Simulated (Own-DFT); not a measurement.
GaN (wurtzite, atoms displaced) (calculated)

All values are calculated (Own-DFT development build). A calculation, not a measurement: plane-wave PBE density functional theory by an unreviewed code, no spin, of a simulated periodic cell, stress positive in tension, free energy of the whole cell less one offset for each atom, forces on such cells passed a denser k mesh, this cell's mesh not checked; offsets are fitted by least squares, one for each functional and potential file, so energies compare only between cells with the same atoms and settings and are not formation energies; the far tail of each file's local potential was reset to the Coulomb form; each entry is a single point on an unrelaxed cell, so the pressure reflects the starting lattice, mostly measured values (interpolated for alloys), from which strain is counted, and rises with the displacements; printed positions are rounded, which can move forces by about a meV/angstrom; the program, named Own-DFT, is a retired in-house code; no spin-orbit coupling.

Settings shared by all entries: functional PBE; potential files PseudoDojo norm-conserving, scalar-relativistic, standard set with the stringent files for Ga; wave cutoff 96 hartree; occupations Gaussian; smearing width 0.01 eV; k mesh 3 x 4 x 3 centred on Gamma.

(1) 
```cif
# cell vector a (Å): 12.7560 0.0000 0.0000
# cell vector b (Å): -4.7835 8.2853 0.0000
# cell vector c (Å): 0.0000 0.0000 10.3700
data_GaN
_symmetry_space_group_name_H-M 'P 1'
_symmetry_Int_Tables_number 1
_cell_length_a 12.7560
_cell_length_b 9.5670
_cell_length_c 10.3700
_cell_angle_alpha 90.000
_cell_angle_beta 90.000
_cell_angle_gamma 120.000
_cell_volume 1095.98
loop_
_atom_site_label
_atom_site_type_symbol
_atom_site_fract_x
_atom_site_fract_y
_atom_site_fract_z
_atom_site_occupancy
Ga1 Ga 0.08327 0.22061 0.00061 1
Ga2 Ga 0.16511 0.11160 0.24905 1
N1 N 0.08306 0.22122 0.18931 1
N2 N 0.16659 0.11103 0.43933 1
Ga3 Ga 0.08314 0.22061 0.49919 1
Ga4 Ga 0.16447 0.10923 0.74863 1
N3 N 0.08317 0.21841 0.68707 1
N4 N 0.16687 0.11268 0.93913 1
Ga5 Ga 0.08441 0.55495 0.00214 1
Ga6 Ga 0.16969 0.44651 0.24896 1
N5 N 0.08306 0.55300 0.18915 1
N6 N 0.16729 0.44587 0.43735 1
Ga7 Ga 0.08372 0.55551 0.50469 1
Ga8 Ga 0.16351 0.44072 0.75002 1
N7 N 0.07915 0.55758 0.68968 1
N8 N 0.16471 0.44508 0.93857 1
Ga9 Ga 0.08129 0.88617 0.00010 1
Ga10 Ga 0.16594 0.77623 0.24878 1
N9 N 0.08413 0.89100 0.18735 1
N10 N 0.16773 0.78047 0.43883 1
Ga11 Ga 0.08158 0.88612 0.49899 1
Ga12 Ga 0.16683 0.77967 0.74775 1
N11 N 0.08510 0.89283 0.69001 1
N12 N 0.17156 0.78124 0.93765 1
Ga13 Ga 0.33481 0.22519 0.99977 1
Ga14 Ga 0.41656 0.11258 0.24973 1
N13 N 0.33160 0.22225 0.18904 1
N14 N 0.41852 0.11497 0.43560 1
Ga15 Ga 0.33170 0.22081 0.50076 1
Ga16 Ga 0.41698 0.11470 0.75304 1
N15 N 0.33296 0.21961 0.68458 1
N16 N 0.41352 0.10947 0.94136 1
Ga17 Ga 0.33526 0.55636 0.00018 1
Ga18 Ga 0.41573 0.44230 0.25049 1
N17 N 0.33248 0.55359 0.18949 1
N18 N 0.41545 0.44330 0.44077 1
Ga19 Ga 0.33291 0.55541 0.49862 1
Ga20 Ga 0.41405 0.44405 0.74987 1
N19 N 0.33205 0.55920 0.68581 1
N20 N 0.41651 0.44662 0.93830 1
Ga21 Ga 0.33261 0.88791 0.99357 1
Ga22 Ga 0.41162 0.77915 0.25135 1
N21 N 0.33364 0.89171 0.18968 1
N22 N 0.42075 0.77971 0.43827 1
Ga23 Ga 0.33255 0.88733 0.49779 1
Ga24 Ga 0.41776 0.77980 0.74855 1
N23 N 0.33532 0.89341 0.69174 1
N24 N 0.41875 0.78153 0.93963 1
Ga25 Ga 0.58778 0.22445 0.99752 1
Ga26 Ga 0.66574 0.10802 0.25064 1
N25 N 0.58195 0.21783 0.18919 1
N26 N 0.66875 0.11118 0.43578 1
Ga27 Ga 0.58324 0.22299 0.50091 1
Ga28 Ga 0.66524 0.10902 0.74869 1
N27 N 0.58245 0.22408 0.69057 1
N28 N 0.66655 0.10924 0.93674 1
Ga29 Ga 0.58236 0.55373 0.00047 1
Ga30 Ga 0.66888 0.44669 0.24721 1
N29 N 0.58377 0.55695 0.18798 1
N30 N 0.66659 0.44704 0.44041 1
Ga31 Ga 0.58431 0.55631 0.49958 1
Ga32 Ga 0.66920 0.44435 0.74841 1
N31 N 0.58385 0.55817 0.68799 1
N32 N 0.66637 0.44778 0.93945 1
Ga33 Ga 0.58272 0.88548 0.00189 1
Ga34 Ga 0.66655 0.77743 0.25109 1
N33 N 0.58082 0.88440 0.19011 1
N34 N 0.66554 0.78039 0.43783 1
Ga35 Ga 0.58540 0.88974 0.49614 1
Ga36 Ga 0.66743 0.77683 0.74891 1
N35 N 0.58492 0.89100 0.68798 1
N36 N 0.66877 0.77411 0.94006 1
Ga37 Ga 0.83293 0.22302 0.99909 1
Ga38 Ga 0.91737 0.11236 0.24896 1
N37 N 0.83399 0.22231 0.18941 1
N38 N 0.91916 0.10775 0.44114 1
Ga39 Ga 0.83464 0.22575 0.49852 1
Ga40 Ga 0.91825 0.11275 0.74954 1
N39 N 0.83650 0.22470 0.68688 1
N40 N 0.91781 0.11141 0.93794 1
Ga41 Ga 0.83694 0.55661 0.00446 1
Ga42 Ga 0.91576 0.44346 0.24981 1
N41 N 0.83134 0.55502 0.18415 1
N42 N 0.91735 0.44427 0.44081 1
Ga43 Ga 0.83015 0.55653 0.49878 1
Ga44 Ga 0.91532 0.44255 0.75129 1
N43 N 0.83555 0.55796 0.68893 1
N44 N 0.91672 0.44531 0.93948 1
Ga45 Ga 0.83470 0.88824 0.00010 1
Ga46 Ga 0.91559 0.78020 0.24885 1
N45 N 0.83516 0.89009 0.19062 1
N46 N 0.91591 0.77623 0.44072 1
Ga47 Ga 0.82986 0.88733 0.50049 1
Ga48 Ga 0.91813 0.77749 0.74677 1
N47 N 0.83004 0.88668 0.68711 1
N48 N 0.91891 0.77974 0.93557 1
_calc_free_energy_of_cell_above_offsets '-10.466'  # eV
_calc_pressure 5.38  # GPa
_calc_stress_xx -5.61  # GPa
_calc_stress_yy -5.2  # GPa
_calc_stress_zz -5.34  # GPa
_calc_stress_yz -0.25  # GPa
_calc_stress_xz -0.06  # GPa
_calc_stress_xy -0.11  # GPa
```

Force:
```csv
element,x (eV/Å),y (eV/Å),z (eV/Å)
Ga,-0.041,0.269,-0.008
Ga,0.352,-0.049,0.337
N,-0.158,0.366,-0.165
N,-0.016,-0.292,-0.304
Ga,0.159,0.293,-0.063
Ga,0.598,0.47,0.505
N,-0.304,0.591,0.069
N,0.198,-0.201,-0.209
Ga,-0.234,0.408,-0.387
Ga,-0.469,-0.549,0.241
N,-0.226,0.254,0.024
N,-0.18,-0.146,0.233
Ga,-0.079,0.106,-0.721
Ga,0.007,0.518,-0.089
N,0.928,-0.206,0.177
N,0.66,-0.18,-0.023
Ga,0.621,0.565,-0.274
Ga,-0.051,0.278,0.082
N,-0.154,-0.546,0.244
N,-0.045,-0.6,-0.078
Ga,0.059,0.518,0.219
Ga,0.216,0.068,0.404
N,-0.078,-0.67,-0.585
N,-1.177,-0.85,-0.067
Ga,-0.322,-0.371,0.211
Ga,-0.074,0.023,-0.207
N,0.179,0.059,-0.177
N,-0.022,-0.459,0.569
Ga,0.278,0.041,-0.476
Ga,-0.05,-0.198,-0.083
N,-0.398,0.453,0.946
N,0.705,0.736,-0.311
Ga,-0.65,0.18,-0.003
Ga,0.125,0.243,0.287
N,0.22,0.499,-0.252
N,0.23,0.16,-0.357
Ga,0.13,0.155,0.008
Ga,0.25,0.105,-0.457
N,0.045,-0.482,0.487
N,0.139,-0.191,-0.17
Ga,0.388,0.401,1.192
Ga,0.885,-0.22,-0.247
N,-0.349,-0.325,-0.582
N,-0.803,-0.228,0.082
Ga,0.384,0.673,0.471
Ga,0.006,0.058,0.158
N,-0.053,-0.304,-0.695
N,0.139,-0.631,-0.36
Ga,-0.765,-0.273,0.391
Ga,-0.041,0.043,-0.408
N,0.202,0.735,-0.322
N,-0.344,0.318,0.628
Ga,0.092,-0.163,-0.196
Ga,0.333,0.399,-0.058
N,0.422,-0.213,-0.305
N,0.151,-0.02,0.167
Ga,0.042,0.242,-0.041
Ga,-0.6,-0.73,0.355
N,-0.02,-0.331,0.269
N,0.127,-0.389,-0.685
Ga,-0.652,0.055,0.176
Ga,-0.54,0.536,0.419
N,-0.003,-0.615,0.069
N,0.775,-0.352,-0.231
Ga,0.367,0.211,-0.088
Ga,-0.079,0.055,-0.291
N,-0.039,0.252,-0.088
N,0.605,-0.607,-0.099
Ga,-0.387,0.315,0.725
Ga,-0.372,0.089,0.488
N,-0.026,-0.347,-0.29
N,-0.555,0.458,-0.21
Ga,0.263,-0.256,0.112
Ga,0.081,-0.032,0.555
N,-0.245,-0.112,-0.265
N,-0.895,0.372,-0.57
Ga,0.44,-0.634,0.094
Ga,-0.225,-0.523,-0.082
N,-0.512,-0.362,0.209
N,-0.288,-0.038,0.098
Ga,-0.743,0.177,-1.565
Ga,0.097,0.142,0.343
N,0.64,0.355,1.357
N,-0.339,0.517,-0.554
Ga,0.881,-0.197,0.383
Ga,-0.227,0.227,-0.006
N,-0.146,-0.414,-0.26
N,0.206,-0.042,0.02
Ga,-0.086,0.065,-0.051
Ga,0.661,-0.256,0.423
N,-0.545,-0.011,-0.418
N,-0.278,0.154,-0.566
Ga,0.462,0.144,-0.035
Ga,-0.424,0.296,0.277
N,0.718,0.413,0.248
N,-0.157,-0.443,0.279
```

(2) 
```cif
# cell vector a (Å): 12.7560 0.0000 0.0000
# cell vector b (Å): -4.7835 8.2853 0.0000
# cell vector c (Å): 0.0000 0.0000 10.3700
data_GaN
_symmetry_space_group_name_H-M 'P 1'
_symmetry_Int_Tables_number 1
_cell_length_a 12.7560
_cell_length_b 9.5670
_cell_length_c 10.3700
_cell_angle_alpha 90.000
_cell_angle_beta 90.000
_cell_angle_gamma 120.000
_cell_volume 1095.98
loop_
_atom_site_label
_atom_site_type_symbol
_atom_site_fract_x
_atom_site_fract_y
_atom_site_fract_z
_atom_site_occupancy
Ga1 Ga 0.08443 0.22139 0.00055 1
Ga2 Ga 0.16759 0.11205 0.24958 1
N1 N 0.07906 0.21653 0.18733 1
N2 N 0.16738 0.11169 0.43802 1
Ga3 Ga 0.08284 0.22423 0.49867 1
Ga4 Ga 0.16856 0.11098 0.75097 1
N3 N 0.08525 0.22366 0.68780 1
N4 N 0.16747 0.11048 0.93756 1
Ga5 Ga 0.08350 0.55801 0.00204 1
Ga6 Ga 0.16665 0.44853 0.24838 1
N5 N 0.08508 0.55813 0.18808 1
N6 N 0.16637 0.44672 0.43755 1
Ga7 Ga 0.08142 0.55217 0.49644 1
Ga8 Ga 0.16637 0.44142 0.74723 1
N7 N 0.08660 0.55945 0.68948 1
N8 N 0.16899 0.44490 0.94265 1
Ga9 Ga 0.08419 0.88923 0.99668 1
Ga10 Ga 0.16758 0.77809 0.24919 1
N9 N 0.08422 0.88923 0.18742 1
N10 N 0.16642 0.77502 0.43772 1
Ga11 Ga 0.08563 0.89174 0.50025 1
Ga12 Ga 0.16592 0.78199 0.75110 1
N11 N 0.08433 0.88867 0.68821 1
N12 N 0.16487 0.77365 0.93941 1
Ga13 Ga 0.33268 0.22260 0.99938 1
Ga14 Ga 0.41744 0.11278 0.25115 1
N13 N 0.33545 0.22017 0.18712 1
N14 N 0.41680 0.11079 0.44470 1
Ga15 Ga 0.33250 0.22216 0.49979 1
Ga16 Ga 0.41781 0.11146 0.74897 1
N15 N 0.33366 0.22214 0.68938 1
N16 N 0.41527 0.10875 0.93742 1
Ga17 Ga 0.33483 0.55681 0.00148 1
Ga18 Ga 0.41538 0.44346 0.24970 1
N17 N 0.33316 0.55516 0.18656 1
N18 N 0.41703 0.44474 0.43624 1
Ga19 Ga 0.33403 0.55318 0.49894 1
Ga20 Ga 0.41630 0.44462 0.75092 1
N19 N 0.33395 0.55532 0.68474 1
N20 N 0.41683 0.44399 0.93623 1
Ga21 Ga 0.33474 0.88803 0.99972 1
Ga22 Ga 0.41637 0.78205 0.24933 1
N21 N 0.33518 0.89269 0.18782 1
N22 N 0.41601 0.77561 0.43962 1
Ga23 Ga 0.33442 0.89037 0.50104 1
Ga24 Ga 0.41787 0.77791 0.74761 1
N23 N 0.33337 0.88675 0.69184 1
N24 N 0.41735 0.77972 0.93887 1
Ga25 Ga 0.58072 0.22296 0.00068 1
Ga26 Ga 0.66212 0.10761 0.25000 1
N25 N 0.58677 0.22367 0.18630 1
N26 N 0.66496 0.11292 0.44022 1
Ga27 Ga 0.58299 0.22150 0.50093 1
Ga28 Ga 0.66796 0.11874 0.74880 1
N27 N 0.58105 0.21928 0.69002 1
N28 N 0.66593 0.10982 0.94261 1
Ga29 Ga 0.58342 0.55498 0.99994 1
Ga30 Ga 0.66581 0.44499 0.24837 1
N29 N 0.58263 0.55641 0.18597 1
N30 N 0.66381 0.44229 0.43927 1
Ga31 Ga 0.58357 0.55658 0.49955 1
Ga32 Ga 0.66569 0.44487 0.74658 1
N31 N 0.58241 0.55159 0.69085 1
N32 N 0.66478 0.44526 0.93878 1
Ga33 Ga 0.58352 0.88798 0.99942 1
Ga34 Ga 0.66508 0.77828 0.25047 1
N33 N 0.58382 0.89017 0.18939 1
N34 N 0.66280 0.77652 0.43670 1
Ga35 Ga 0.58256 0.89257 0.50049 1
Ga36 Ga 0.66767 0.77950 0.74694 1
N35 N 0.58065 0.88774 0.68517 1
N36 N 0.66769 0.77961 0.93866 1
Ga37 Ga 0.83397 0.22413 0.99800 1
Ga38 Ga 0.91939 0.11586 0.25228 1
N37 N 0.83319 0.22110 0.19070 1
N38 N 0.91546 0.11131 0.44111 1
Ga39 Ga 0.83887 0.22758 0.50126 1
Ga40 Ga 0.91828 0.11035 0.74799 1
N39 N 0.83275 0.22231 0.68873 1
N40 N 0.91601 0.11061 0.93765 1
Ga41 Ga 0.83203 0.55382 0.99894 1
Ga42 Ga 0.91939 0.44344 0.24643 1
N41 N 0.83388 0.55232 0.18605 1
N42 N 0.92039 0.45017 0.43807 1
Ga43 Ga 0.83233 0.55877 0.49874 1
Ga44 Ga 0.91799 0.44525 0.75377 1
N43 N 0.83333 0.55764 0.69083 1
N44 N 0.91629 0.44636 0.93817 1
Ga45 Ga 0.83091 0.88321 0.99722 1
Ga46 Ga 0.91806 0.77916 0.25066 1
N45 N 0.83425 0.89041 0.18717 1
N46 N 0.91402 0.77623 0.43918 1
Ga47 Ga 0.83786 0.89294 0.49675 1
Ga48 Ga 0.91610 0.77592 0.74967 1
N47 N 0.83196 0.88822 0.68812 1
N48 N 0.91818 0.78054 0.94057 1
_calc_free_energy_of_cell_above_offsets '-10.428'  # eV
_calc_pressure 5.39  # GPa
_calc_stress_xx -5.63  # GPa
_calc_stress_yy -5.3  # GPa
_calc_stress_zz -5.25  # GPa
_calc_stress_yz 0.24  # GPa
_calc_stress_xz 0.01  # GPa
_calc_stress_xy 0.34  # GPa
```

Force:
```csv
element,x (eV/Å),y (eV/Å),z (eV/Å)
Ga,-0.49,-0.068,-0.271
Ga,-0.02,-0.191,-0.189
N,0.846,1.083,0.354
N,-0.338,0.101,-0.032
Ga,0.427,0.011,0.093
Ga,-0.233,0.101,-0.243
N,-0.007,-0.533,-0.211
N,-0.103,0.067,0.102
Ga,0.353,-0.63,-0.51
Ga,0.515,-0.724,-0.043
N,-0.076,-0.075,-0.006
N,0.384,-0.463,-0.247
Ga,0.311,0.915,1.016
Ga,-0.051,0.873,0.745
N,-0.361,-0.494,-0.235
N,-0.449,-0.082,-0.671
Ga,0.025,-0.084,0.633
Ga,-0.144,0.416,0.166
N,0.068,0.046,0.043
N,-0.113,0.523,0.052
Ga,0.012,-0.62,-0.222
Ga,0.873,-0.691,-0.012
N,-0.59,0.305,-0.038
N,0.133,0.773,-0.074
Ga,0.394,-0.078,-0.161
Ga,0.462,0.03,0.245
N,-0.626,0.354,0.186
N,-0.197,0.141,-0.966
Ga,0.185,0.242,0.273
Ga,-0.39,-0.392,0.27
N,0.01,0.021,-0.244
N,-0.153,0.251,0.109
Ga,0.032,0.02,-0.496
Ga,0.19,0.14,-0.245
N,-0.054,0.246,0.575
N,0.051,-0.342,0.201
Ga,-0.28,0.316,-0.128
Ga,-0.058,-0.022,-0.29
N,0.008,-0.163,0.519
N,-0.107,0.091,0.513
Ga,-0.433,0.094,-0.162
Ga,0.436,-0.548,0.291
N,-0.179,-0.214,0.081
N,-0.262,0.276,-0.371
Ga,-0.099,-0.713,0.268
Ga,-0.263,-0.288,0.402
N,-0.33,0.36,-0.43
N,0.292,-0.408,-0.251
Ga,0.433,-0.154,-0.364
Ga,0.845,0.625,0.229
N,-0.925,-0.089,0.521
N,0.749,0.192,-0.244
Ga,-0.031,0.201,0.131
Ga,0.364,-1.214,0.629
N,0.124,0.764,-0.349
N,-0.186,0.462,-0.774
Ga,-0.295,0.273,-0.284
Ga,0.306,0.1,0.112
N,-0.011,-0.135,0.409
N,0.317,0.275,-0.219
Ga,-0.171,0.016,0.204
Ga,0.278,-0.243,0.703
N,-0.381,0.688,-0.63
N,0.435,-0.196,-0.386
Ga,-0.017,0.173,0.141
Ga,0.479,0.086,-0.232
N,-0.284,-0.365,-0.27
N,0.657,0.471,0.472
Ga,0.276,-0.376,-0.34
Ga,-0.484,-0.251,0.305
N,0.614,0.587,0.683
N,-0.306,-0.526,-0.467
Ga,0.084,-0.461,0.494
Ga,-0.628,-0.951,-0.42
N,-0.128,0.029,-0.288
N,0.416,0.382,-0.352
Ga,-1.166,-0.13,-0.196
Ga,-0.33,0.072,0.459
N,0.337,0.304,0.045
N,0.244,0.017,-0.132
Ga,-0.215,0.311,0.055
Ga,-0.694,-0.032,0.439
N,-0.203,0.443,0.486
N,-0.807,-0.634,-0.301
Ga,0.276,-0.681,0.321
Ga,0.163,0.231,-0.812
N,0.226,-0.523,-0.496
N,0.29,-0.112,0.366
Ga,0.041,1.043,0.592
Ga,-0.221,-0.271,-0.547
N,-0.128,-0.136,0.385
N,0.703,0.57,-0.188
Ga,-1.174,-0.798,0.465
Ga,-0.129,0.476,0.266
N,0.542,0.124,-0.381
N,0.115,-0.614,-0.633
```

(3) 
```cif
# cell vector a (Å): 12.7560 0.0000 0.0000
# cell vector b (Å): -4.7835 8.2853 0.0000
# cell vector c (Å): 0.0000 0.0000 10.3700
data_GaN
_symmetry_space_group_name_H-M 'P 1'
_symmetry_Int_Tables_number 1
_cell_length_a 12.7560
_cell_length_b 9.5670
_cell_length_c 10.3700
_cell_angle_alpha 90.000
_cell_angle_beta 90.000
_cell_angle_gamma 120.000
_cell_volume 1095.98
loop_
_atom_site_label
_atom_site_type_symbol
_atom_site_fract_x
_atom_site_fract_y
_atom_site_fract_z
_atom_site_occupancy
Ga1 Ga 0.08209 0.22239 0.00169 1
Ga2 Ga 0.16653 0.11151 0.24926 1
N1 N 0.08260 0.22271 0.18838 1
N2 N 0.16413 0.11150 0.43927 1
Ga3 Ga 0.08261 0.22062 0.50016 1
Ga4 Ga 0.16800 0.10987 0.74901 1
N3 N 0.08400 0.22261 0.68901 1
N4 N 0.16704 0.11413 0.93870 1
Ga5 Ga 0.08434 0.55463 0.00083 1
Ga6 Ga 0.16804 0.44527 0.25250 1
N5 N 0.08436 0.55615 0.19034 1
N6 N 0.16627 0.44846 0.43718 1
Ga7 Ga 0.08409 0.55282 0.50258 1
Ga8 Ga 0.16453 0.44171 0.75328 1
N7 N 0.08678 0.55757 0.68863 1
N8 N 0.16664 0.44218 0.93695 1
Ga9 Ga 0.08525 0.89106 0.00171 1
Ga10 Ga 0.16812 0.77741 0.24978 1
N9 N 0.08304 0.88722 0.19025 1
N10 N 0.16784 0.77856 0.43961 1
Ga11 Ga 0.08132 0.88579 0.50038 1
Ga12 Ga 0.16528 0.77755 0.74741 1
N11 N 0.08436 0.89318 0.68990 1
N12 N 0.16625 0.77973 0.94036 1
Ga13 Ga 0.32835 0.21831 0.99995 1
Ga14 Ga 0.41745 0.11096 0.25036 1
N13 N 0.33575 0.22663 0.18872 1
N14 N 0.41702 0.11333 0.43869 1
Ga15 Ga 0.33506 0.22727 0.49918 1
Ga16 Ga 0.42032 0.11402 0.75204 1
N15 N 0.33163 0.21971 0.69251 1
N16 N 0.41758 0.11232 0.93692 1
Ga17 Ga 0.33879 0.56080 0.99952 1
Ga18 Ga 0.41565 0.44502 0.25176 1
N17 N 0.33307 0.55452 0.18908 1
N18 N 0.41661 0.44587 0.43884 1
Ga19 Ga 0.33361 0.55285 0.49671 1
Ga20 Ga 0.41413 0.44295 0.75230 1
N19 N 0.33061 0.55355 0.68974 1
N20 N 0.41434 0.44347 0.93527 1
Ga21 Ga 0.33110 0.88961 0.99920 1
Ga22 Ga 0.41912 0.77577 0.25095 1
N21 N 0.33683 0.89070 0.18436 1
N22 N 0.41617 0.77663 0.43529 1
Ga23 Ga 0.33401 0.88652 0.50138 1
Ga24 Ga 0.41651 0.77507 0.74784 1
N23 N 0.33364 0.89040 0.69276 1
N24 N 0.41821 0.78007 0.93755 1
Ga25 Ga 0.58191 0.22191 0.99954 1
Ga26 Ga 0.66554 0.10960 0.25374 1
N25 N 0.57979 0.22174 0.18909 1
N26 N 0.66880 0.11516 0.43663 1
Ga27 Ga 0.58408 0.22132 0.50173 1
Ga28 Ga 0.66648 0.11003 0.75267 1
N27 N 0.58144 0.22041 0.68622 1
N28 N 0.66544 0.11129 0.93724 1
Ga29 Ga 0.58436 0.55436 0.99876 1
Ga30 Ga 0.66050 0.43967 0.25180 1
N29 N 0.58243 0.55288 0.18830 1
N30 N 0.66289 0.44416 0.44238 1
Ga31 Ga 0.58110 0.55349 0.49976 1
Ga32 Ga 0.66502 0.44387 0.75116 1
N31 N 0.58459 0.55815 0.68687 1
N32 N 0.66527 0.44563 0.93745 1
Ga33 Ga 0.58513 0.88845 0.00188 1
Ga34 Ga 0.66595 0.77557 0.24905 1
N33 N 0.58181 0.88687 0.18987 1
N34 N 0.66640 0.77465 0.43402 1
Ga35 Ga 0.58579 0.88512 0.49858 1
Ga36 Ga 0.66515 0.77438 0.74927 1
N35 N 0.58428 0.88974 0.68838 1
N36 N 0.66732 0.77685 0.93690 1
Ga37 Ga 0.83216 0.21784 0.99681 1
Ga38 Ga 0.91759 0.11477 0.24747 1
N37 N 0.83405 0.22309 0.18612 1
N38 N 0.91624 0.11518 0.43859 1
Ga39 Ga 0.83424 0.22218 0.50239 1
Ga40 Ga 0.91680 0.10974 0.75099 1
N39 N 0.83297 0.22219 0.68808 1
N40 N 0.91633 0.11415 0.93697 1
Ga41 Ga 0.83642 0.55591 0.99949 1
Ga42 Ga 0.91586 0.44470 0.25065 1
N41 N 0.83289 0.55860 0.18830 1
N42 N 0.91810 0.44819 0.43909 1
Ga43 Ga 0.83259 0.55288 0.50189 1
Ga44 Ga 0.91255 0.44259 0.75261 1
N43 N 0.83174 0.55691 0.68619 1
N44 N 0.91501 0.44304 0.93880 1
Ga45 Ga 0.83379 0.89242 0.00158 1
Ga46 Ga 0.91624 0.78024 0.24796 1
N45 N 0.83315 0.88752 0.18704 1
N46 N 0.91533 0.77326 0.44019 1
Ga47 Ga 0.83710 0.89017 0.49932 1
Ga48 Ga 0.91777 0.77997 0.74993 1
N47 N 0.83549 0.88832 0.68811 1
N48 N 0.91582 0.77755 0.93936 1
_calc_stress_yy ?
```

## Withheld values
1. GaN (wurtzite, atoms displaced) (entry 3): stress yy?
2. Give the table of force values for GaN (wurtzite, atoms displaced) (entry 3).

Answers
1. -4.81 GPa
2. 
Force:
```csv
element,x (eV/Å),y (eV/Å),z (eV/Å)
Ga,0.208,0.197,-0.267
Ga,0.18,-0.023,0.214
N,0.243,0.071,0.084
N,0.587,-0.075,-0.18
Ga,-0.218,0.515,0.121
Ga,-0.507,0.424,0.31
N,-0.114,-0.24,-0.065
N,-0.444,-0.606,-0.03
Ga,-0.077,0.087,-0.018
Ga,-0.32,-0.004,-0.511
N,-0.069,-0.226,-0.29
N,0.688,-0.802,0.321
Ga,-0.516,0.636,-0.226
Ga,0.169,0.209,-0.514
N,-0.871,-0.514,0.337
N,0.023,0.434,0.813
Ga,-0.479,-0.177,-0.151
Ga,0.179,0.21,0.179
N,0.07,0.39,-0.112
N,-0.04,-0.153,-0.024
Ga,0.284,0.315,-0.092
Ga,0.234,0.221,0.542
N,0.061,-0.758,-0.326
N,-0.022,-0.444,-0.471
Ga,0.85,0.766,0.052
Ga,-0.523,-0.237,0.091
N,-0.291,-0.658,0.008
N,0.032,-0.325,0.116
Ga,-0.108,-0.999,0.508
Ga,-0.613,-0.452,-0.352
N,0.494,0.5,-0.808
N,-0.398,-0.017,0.485
Ga,-0.658,-0.471,-0.009
Ga,0.276,0.034,-0.453
N,0.058,0.111,-0.163
N,0.056,-0.125,-0.172
Ga,-0.697,0.445,0.821
Ga,0.207,0.145,-0.676
N,0.292,-0.009,-0.607
N,0.56,0.006,0.91
Ga,0.681,0.026,-0.293
Ga,-0.878,0.145,-0.475
N,-0.281,-0.303,0.765
N,0.41,0.073,0.73
Ga,-0.277,0.518,0.146
Ga,-0.225,0.252,0.286
N,0.211,-0.12,-0.573
N,-0.009,0.075,0.062
Ga,0.067,0.187,0.251
Ga,0.029,0.362,-0.912
N,0.953,-0.137,-0.252
N,0.082,-0.646,0.711
Ga,-0.341,0.02,-0.39
Ga,-0.2,0.049,-0.662
N,0.646,0.349,0.612
N,0.136,-0.128,0.472
Ga,-0.606,-0.011,0.169
Ga,0.875,0.571,0.116
N,-0.41,0.28,-0.158
N,0.698,-0.204,-0.544
Ga,0.242,0.439,0.209
Ga,0.074,0.055,-0.422
N,-0.438,-0.689,0.195
N,0.724,-0.308,0.128
Ga,-0.404,-0.014,-0.327
Ga,0.156,-0.004,-0.26
N,0.582,0.356,-0.207
N,0.316,0.268,0.653
Ga,-0.54,0.53,0.056
Ga,0.247,0.611,-0.027
N,0.085,-0.197,-0.302
N,-0.088,0.185,0.31
Ga,-0.578,0.679,0.513
Ga,-0.158,-0.43,0.444
N,-0.441,-0.164,0.065
N,0.437,-0.564,-0.297
Ga,-0.336,0.469,-0.361
Ga,0.027,0.127,-0.481
N,0.03,-0.11,0.418
N,0.474,-0.502,0.191
Ga,-0.832,0.058,0.309
Ga,-0.092,0.253,-0.102
N,-0.088,-0.632,0.147
N,0.098,-0.605,0.061
Ga,-0.385,0.016,-0.482
Ga,0.552,0.489,-0.576
N,0.284,-0.173,0.802
N,0.467,-0.073,0.028
Ga,0.241,-0.498,-0.519
Ga,0.316,-0.495,0.502
N,-0.38,0.619,0.306
N,-0.07,0.462,-0.489
Ga,-0.504,-0.146,-0.068
Ga,0.089,-0.309,0.257
N,-0.652,0.156,-0.059
N,0.196,0.38,-0.08
```

Further results for GaN (wurtzite, atoms displaced) (entry 3):

```
free energy of cell above offsets : -10.451 eV
pressure                          : 5.39 GPa
stress xx                         : -5.15 GPa
stress zz                         : -6.21 GPa
stress yz                         : -0.38 GPa
stress xz                         : 0.31 GPa
stress xy                         : 0.5 GPa
```
